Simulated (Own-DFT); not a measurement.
# Computed records: Si$_{4}$SnGe$_{11}$ (diamond-structure random alloy, strained, atoms displaced)

All values are calculated (Own-DFT development build). A calculation, not a measurement: plane-wave density functional theory by an unreviewed code, no spin, of a simulated periodic cell, stress positive in tension, run twice, with PBE and with PBEsol, both on files made for PBE, so the change isn't that of files made for PBEsol, forces on such cells moved up to 12 meV/angstrom on a denser k mesh; the far tail of each file's local potential was reset to the Coulomb form; each entry is a single point on an unrelaxed cell, so the pressure reflects the starting lattice, mostly measured values (interpolated for alloys), from which strain is counted, and rises with the displacements; printed positions are rounded, which can move forces by about a meV/angstrom; the program, named Own-DFT, is a retired in-house code; no spin-orbit coupling; stress was not checked against mesh or cutoff.

### Si$_{4}$SnGe$_{11}$ (diamond-structure random alloy, strained, atoms displaced)

```
cell vectors (Å)
  11.6456     0.0000     0.0000
   0.0000    11.6456     0.0000
   0.0000     0.0000    11.3064
atoms (fractions of the cell vectors)
Ge  0.00483  0.99564  0.00221
Ge  0.00128  0.25506  0.25371
Ge  0.25289  0.00218  0.24483
Ge  0.25104  0.24942  0.00166
Ge  0.12555  0.12747  0.11996
Sn  0.12200  0.37424  0.37721
Ge  0.37776  0.12932  0.37104
Ge  0.37836  0.37687  0.13139
Si  0.99699  0.99885  0.49953
Si  0.00039  0.24603  0.75131
Ge  0.25259  0.99924  0.75701
Ge  0.25572  0.25170  0.50408
Ge  0.12306  0.12401  0.62527
Ge  0.12467  0.37247  0.86696
Ge  0.36986  0.12456  0.87682
Si  0.36824  0.37522  0.62980
Ge  0.00175  0.49503  0.99994
Ge  0.99675  0.74985  0.24831
Ge  0.24240  0.50419  0.25589
Ge  0.25521  0.74614  0.99639
Ge  0.12346  0.61952  0.12481
Sn  0.13566  0.88182  0.37764
Si  0.38231  0.62221  0.38311
Ge  0.37577  0.87216  0.12502
Sn  0.99464  0.49742  0.50065
Ge  0.99660  0.74838  0.75524
Si  0.25880  0.49663  0.75400
Si  0.24754  0.75484  0.50491
Sn  0.12462  0.62888  0.63101
Si  0.12085  0.87797  0.87115
Ge  0.37453  0.62193  0.87545
Ge  0.37754  0.87773  0.62066
Si  0.50294  0.00158  0.00059
Si  0.50149  0.24383  0.24196
Ge  0.76185  0.00374  0.25359
Si  0.74815  0.25686  0.99540
Ge  0.62829  0.11829  0.12938
Ge  0.62303  0.37424  0.37189
Ge  0.86997  0.12623  0.37653
Ge  0.87754  0.37094  0.12586
Ge  0.49707  0.99911  0.49301
Ge  0.50595  0.24812  0.73950
Ge  0.75065  0.99613  0.74638
Ge  0.75568  0.25160  0.50157
Si  0.62692  0.12531  0.62850
Ge  0.63050  0.37397  0.87071
Ge  0.87007  0.12624  0.88124
Ge  0.87735  0.37551  0.61865
Si  0.49952  0.50791  0.99369
Ge  0.49326  0.75100  0.24285
Ge  0.74695  0.50215  0.24866
Ge  0.75713  0.74763  0.99483
Ge  0.61780  0.62315  0.12864
Ge  0.62357  0.87216  0.37474
Ge  0.86768  0.63408  0.37060
Si  0.87529  0.87364  0.11916
Ge  0.49594  0.49377  0.49948
Si  0.49324  0.74969  0.74536
Ge  0.74558  0.50272  0.75420
Ge  0.75523  0.75032  0.50261
Si  0.62542  0.63178  0.62098
Ge  0.62470  0.86844  0.88184
Ge  0.87915  0.62868  0.87036
Si  0.87827  0.86969  0.62106
```

* functional: PBE, then PBEsol
* potential files: PseudoDojo norm-conserving, scalar-relativistic, standard set
* wave cutoff: 49 hartree
* occupations: Fermi-Dirac
* smearing width: 0.1 eV
* k mesh: 3 x 3 x 3 centred on Gamma
* PBE pressure: 0.01 GPa
* PBE stress xx: 0.66 GPa
* PBE stress yy: 0.58 GPa
* PBE stress zz: -1.26 GPa
* PBE stress yz: -0.17 GPa
* PBE stress xz: 0.3 GPa
* PBE stress xy: -0.02 GPa
* PBEsol pressure: -2.38 GPa
* PBEsol stress xx: 3.05 GPa
* PBEsol stress yy: 2.97 GPa
* PBEsol stress zz: 1.14 GPa
* PBEsol stress yz: -0.16 GPa
* PBEsol stress xz: 0.29 GPa
* PBEsol stress xy: -0.02 GPa
* rms change of force components from PBE to PBEsol: 0.043 eV/Å

Force:
```
force element  PBE force x (eV/Å)  PBE force y (eV/Å)  PBE force z (eV/Å)  PBEsol force x (eV/Å)  PBEsol force y (eV/Å)  PBEsol force z (eV/Å)
           Ge              -0.539               0.131              -0.209                 -0.518                  0.191                 -0.195
           Ge              -1.127              -2.139              -1.327                 -1.097                 -2.061                 -1.289
           Ge               0.806               1.172              -0.849                   0.78                  1.129                 -0.816
           Ge                0.02                0.75              -0.137                   0.01                  0.707                 -0.135
           Ge               -0.22              -0.126               0.579                   -0.2                 -0.128                  0.553
           Sn               2.032              -1.062              -0.338                  1.967                 -1.028                 -0.341
           Ge               0.023               0.011              -0.169                 -0.007                  -0.03                 -0.133
           Ge              -0.041               0.384              -0.625                 -0.099                  0.369                 -0.611
           Si              -0.627               0.591                0.75                 -0.578                  0.619                    0.7
           Si              -0.442               0.157              -0.301                 -0.426                  0.154                 -0.295
           Ge              -0.616              -0.377              -0.838                 -0.562                 -0.324                  -0.84
           Ge               0.126              -0.804               0.424                  0.084                 -0.813                  0.376
           Ge              -0.062              -0.176               0.211                 -0.003                 -0.163                  0.205
           Ge                0.31              -0.071               0.261                  0.299                 -0.066                  0.314
           Ge               1.323                0.16               0.169                  1.233                  0.168                  0.144
           Si               0.934               0.034              -0.079                  0.957                 -0.017                 -0.127
           Ge              -0.081               0.184              -0.428                  -0.07                  0.184                 -0.406
           Ge              -0.001               0.227              -0.673                  0.015                   0.18                 -0.628
           Ge               2.097               0.775               -0.51                  1.994                  0.722                 -0.525
           Ge              -1.272               0.575                0.13                 -1.198                  0.527                  0.152
           Ge               0.012               0.678              -0.286                   0.01                  0.639                 -0.268
           Sn              -1.443              -0.501              -0.243                 -1.401                 -0.471                 -0.312
           Si              -1.323               0.852              -0.522                 -1.263                  0.801                 -0.532
           Ge              -0.057               0.952               -0.96                 -0.073                  0.889                 -0.898
           Sn              -1.305               2.372              -0.473                 -1.272                  2.293                 -0.452
           Ge              -0.171               2.045               0.077                 -0.175                  1.906                  0.077
           Si              -0.383              -0.376               0.176                 -0.421                  -0.32                  0.226
           Si               2.372               -0.88              -0.108                  2.301                 -0.829                 -0.081
           Sn               1.527              -0.224               0.503                    1.4                 -0.219                  0.499
           Si               0.536              -0.561               0.415                  0.524                 -0.546                  0.406
           Ge                0.49               0.132              -0.737                  0.439                   0.17                  -0.68
           Ge               -0.48              -0.337               0.505                 -0.466                 -0.266                  0.484
           Si              -0.236              -0.377               0.034                 -0.229                 -0.372                  0.038
           Si               0.265               0.546               0.603                  0.258                   0.53                  0.593
           Ge              -0.937              -1.396              -0.732                 -0.938                 -1.305                 -0.678
           Si               0.076              -0.783               0.931                  0.079                 -0.768                  0.908
           Ge                0.06               0.688              -0.847                  0.089                  0.642                  -0.79
           Ge              -0.042              -0.652              -0.148                 -0.015                 -0.596                 -0.118
           Ge               1.418               0.215                0.47                  1.337                  0.235                  0.426
           Ge              -0.746               0.333              -0.365                 -0.682                  0.354                 -0.325
           Ge               0.808               0.674               0.563                  0.751                   0.62                  0.523
           Ge              -0.864               0.292                0.74                 -0.837                    0.3                  0.766
           Ge              -0.084              -0.113               0.171                 -0.079                 -0.109                  0.219
           Ge               -1.35               -0.26               0.138                 -1.265                 -0.222                  0.104
           Si               0.293              -0.588              -1.127                  0.289                 -0.573                 -1.096
           Ge               -1.15               0.277               0.565                 -1.107                  0.288                  0.484
           Ge               0.492              -0.041              -0.491                  0.484                 -0.091                 -0.485
           Ge              -1.405              -1.489               2.811                 -1.385                 -1.426                  2.683
           Si               0.402              -1.205               0.618                  0.392                 -1.171                  0.605
           Ge                0.47               -0.65               1.461                  0.483                 -0.602                   1.38
           Ge               0.115              -0.217               0.009                  0.105                 -0.201                  0.019
           Ge              -0.618               -0.04               1.045                 -0.625                 -0.055                  0.965
           Ge               0.529               0.142              -1.049                  0.536                  0.162                 -0.981
           Ge               0.409                0.13              -0.356                  0.388                  0.134                 -0.338
           Ge               0.015               -0.52              -0.388                  0.016                   -0.5                 -0.372
           Si                0.23               0.105                0.45                  0.228                  0.101                  0.441
           Ge               0.408               0.359               0.704                  0.433                  0.318                  0.649
           Si               0.863              -0.129               0.147                  0.809                 -0.092                  0.175
           Ge               0.499               0.423              -1.267                  0.509                  0.378                 -1.198
           Ge              -0.889               0.332               0.074                 -0.856                   0.31                      0
           Si              -0.583              -0.593               0.587                 -0.533                 -0.611                   0.54
           Ge               -0.59                0.43              -0.927                 -0.511                  0.406                 -0.895
           Ge              -0.453               -1.24               0.821                 -0.442                 -1.189                  0.794
           Si               0.178               0.796               0.366                  0.137                  0.735                  0.393
```
